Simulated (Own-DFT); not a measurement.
# How strain changes the stress of 4H SiC, 32 atoms (C16Si16)

These are calculations, not measurements. The program, named Own-DFT, is a retired in-house plane-wave density functional code that no person has reviewed. Each row is one single-point run on a periodic cell that was not relaxed, without spin or spin-orbit coupling.

Settings of every run: PBE; PseudoDojo norm-conserving scalar-relativistic files; cutoff 42 hartree; 5 x 5 x 3 k mesh centred on Gamma; Fermi-Dirac smearing of 0.1 eV.

Known limits: forces on such cells passed a denser k mesh, each cell not checked; stress not checked against mesh or cutoff.

Unstrained cell vectors in Å: (6.165, 0.000, 0.000); (-3.083, 5.339, 0.000); (0.000, 0.000, 10.068). The unstrained cell has measured lattice constants (interpolated for alloys), not those of this functional. That, the random moves and any unrelaxed bonds set the pressure at no strain. Each run strains this cell uniformly, with the atoms carried along. Every atom was also moved at random, by a Gaussian of width 0.05 Å on each axis. Strain is the symmetric tensor, in per cent. Stress is positive in tension, and the pressure is minus a third of its trace.

```
run,e_xx (%),e_yy (%),e_zz (%),e_yz (%),e_xz (%),e_xy (%),s_xx (GPa),s_yy (GPa),s_zz (GPa),s_yz (GPa),s_xz (GPa),s_xy (GPa),P (GPa),E (meV/atom)
1,0.25,-0.95,0.97,-0.45,-1.94,-1.32,-2.86,-9.74,-1.01,-0.38,-6.18,-7.25,4.53,2.5
2,1.77,0.31,1.46,-0.68,-0.88,-0.96,3.72,-2.66,4.08,-2.79,-2.28,-5.02,-1.71,21.1
3,0.26,-0.96,0.82,-1.09,-1.92,-1.23,-3.48,-7.43,-2.71,-3.62,-7.33,-4.88,4.54,2.4
4,-1.28,-0.68,1.43,0.28,-1.96,0.99,-13.74,-8.02,0.50,1.47,-7.33,5.30,7.08,22.6
5,-0.24,1.97,1.74,1.83,0.22,1.27,-7.43,6.11,4.29,6.18,0.55,6.47,-0.99,39.3
6,0.49,-0.20,-0.67,-0.13,0.51,-0.48,-3.48,-2.72,-11.15,-0.48,0.21,-2.46,5.78,0.0
7,0.70,-1.49,-1.98,-0.54,0.02,1.18,-2.80,-11.67,-22.77,-2.44,-0.43,5.75,12.41,32.9
8,-0.81,-0.38,1.27,-1.00,1.56,-1.58,-10.04,-6.37,-0.47,-2.06,5.79,-6.70,5.63,30.6
9,-0.46,-1.13,1.99,1.36,-1.01,1.09,-6.83,-13.89,6.16,5.60,-4.21,5.21,4.85,31.0
10,-1.15,1.34,0.42,1.27,0.97,0.48,-11.19,2.71,-2.62,3.87,4.07,2.08,3.70,8.6
11,0.84,0.44,0.44,-0.64,-0.60,-1.79,0.33,-2.18,-3.55,-2.40,-2.68,-7.86,1.80,25.5
12,-1.02,-0.16,1.86,0.58,0.56,0.62,-9.45,-7.45,3.09,1.32,3.96,1.84,4.60,43.2
13,0.16,-1.53,-1.01,-0.13,0.59,-1.73,-6.99,-13.20,-16.37,-1.63,2.13,-9.92,12.19,54.9
14,0.98,-0.79,-0.93,1.42,-1.49,-0.78,-3.75,-8.36,-10.38,5.56,-6.28,-3.62,7.50,29.3
15,-0.20,1.89,0.65,-0.64,0.56,1.16,-3.71,5.33,-2.66,-2.81,2.59,6.40,0.35,5.9
16,-0.70,-0.94,0.05,0.28,0.51,0.22,?,?,?,?,?,?,?,?
```

E is the free energy for each atom above the lowest run shown.

## Worked fit

Each stress component was fitted by least squares to a constant and the strains of the runs shown, as fractions, with shears doubled. Shear strains stay in the fit of a normal stress only where such slopes are resolved. The slopes, in GPa:

```
stress,at no strain,per e_xx,per e_yy,per e_zz,scatter
s_xx,-5.8,532 ± 51,38 ± 38,56 ± 39,1.52
s_yy,-4.1,32 ± 47,564 ± 35,-59 ± 36,1.38
s_zz,-7.4,93 ± 49,69 ± 36,671 ± 38,1.45
```

Each shear stress against twice its own strain: yz 176 ± 13, xz 189 ± 14, xy 245 ± 12 GPa. These are stiffnesses along x, y and z of the frame in which the cell vectors are given, which need not be the crystal's axes. The atoms are held to the strained lattice; where symmetry lets them move under strain, relaxing them would lower some slopes. The table should be nearly symmetric about its diagonal, and what it lacks of that shows the noise. A ninth of its sum, 222 ± 10 GPa, estimates the bulk modulus near the mean pressure of these runs, 4.8 GPa, so it lies above the value at zero pressure.

## Withheld run

Question: what normal stresses and pressure should run 16 give?

The fit gives s_xx = -9.8, s_yy = -9.6, s_zz = -8.4 and P = 9.3 GPa. The calculation gave -10.93, -11.18, -4.67 and P = 8.93 GPa.
